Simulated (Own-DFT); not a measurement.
# What random displacements cost in beta-Si3N4, 42 atoms (N24Si18)

Calculated results; nothing here was measured. The program, named Own-DFT, is a retired in-house plane-wave density functional code that no person has reviewed. Each row is one single-point run on a periodic cell that was not relaxed, without spin or spin-orbit coupling.

Settings of every run: PBEsol; PseudoDojo norm-conserving scalar-relativistic files, made for PBE; cutoff 42 hartree; 3 x 3 x 3 k mesh centred on Gamma; Fermi-Dirac smearing of 0.1 eV.

Known limits, some of them of some rows only: some atoms lie very close together; forces on such cells passed a denser k mesh, each cell not checked; stress not checked against mesh or cutoff.

Cell vectors in Å: (7.606, 0.000, 0.000); (-3.803, 6.587, 0.000); (0.000, 0.000, 8.727). In each run every atom was moved at random and independently from its ideal site; u is the rms move along one axis. E is the free energy for each atom above the fitted value at u = 0, and F the rms of the force components.

| run | u (Å) | E (meV/atom) | F (eV/Å) | largest force (eV/Å) | P (GPa) |
|---|---|---|---|---|---|
| 1 | 0.0180 | 17.6 | 0.806 | 2.58 | 2.98 |
| 2 | 0.0203 | 22.5 | 0.948 | 3.19 | 3.19 |
| 3 | 0.0479 | 120.0 | 2.057 | 7.96 | 5.80 |
| 4 | 0.0500 | 137.9 | 2.527 | 15.43 | 6.15 |
| 5 | 0.0553 | 168.3 | 2.704 | 12.99 | 7.10 |
| 6 | 0.0988 | ? | ? | ? | ? |
| 7 | 0.1030 | 576.6 | 5.562 | 27.50 | 19.07 |
| 8 | 0.1411 | 988.7 | 8.479 | 43.05 | 29.03 |

## Worked fit

For small independent moves the energy grows as E = (3/2) K u², with K the mean stiffness felt by one atom. The runs with u up to 0.11 Å give K = 36.2 ± 0.4 eV/Å², with residuals divided by u² + 0.0006 Å², since the noise grows with the moves. The scatter is 2.8 meV/atom at u = 0.05 Å. The forces follow F = G u with G = 48.1 eV/Å²; no force at u = 0 is resolved. G exceeds K because the moves of its neighbours add to the force on an atom, and stiffness differs between atoms. At u = 0.141 Å the parabola gives 1080 meV/atom and the run 989. The pressure follows P = 2.37 + 1568 u² GPa: at fixed volume, shortened bonds push harder than stretched ones pull.

## Withheld run

Question: what energy and rms force should run 6 give?

The fit gives 530 ± 11 meV/atom and about 4.75 eV/Å. The calculation gave 487.3 meV/atom and 4.922 eV/Å. This run lies off the fit, by chance or by something that the fit leaves out.
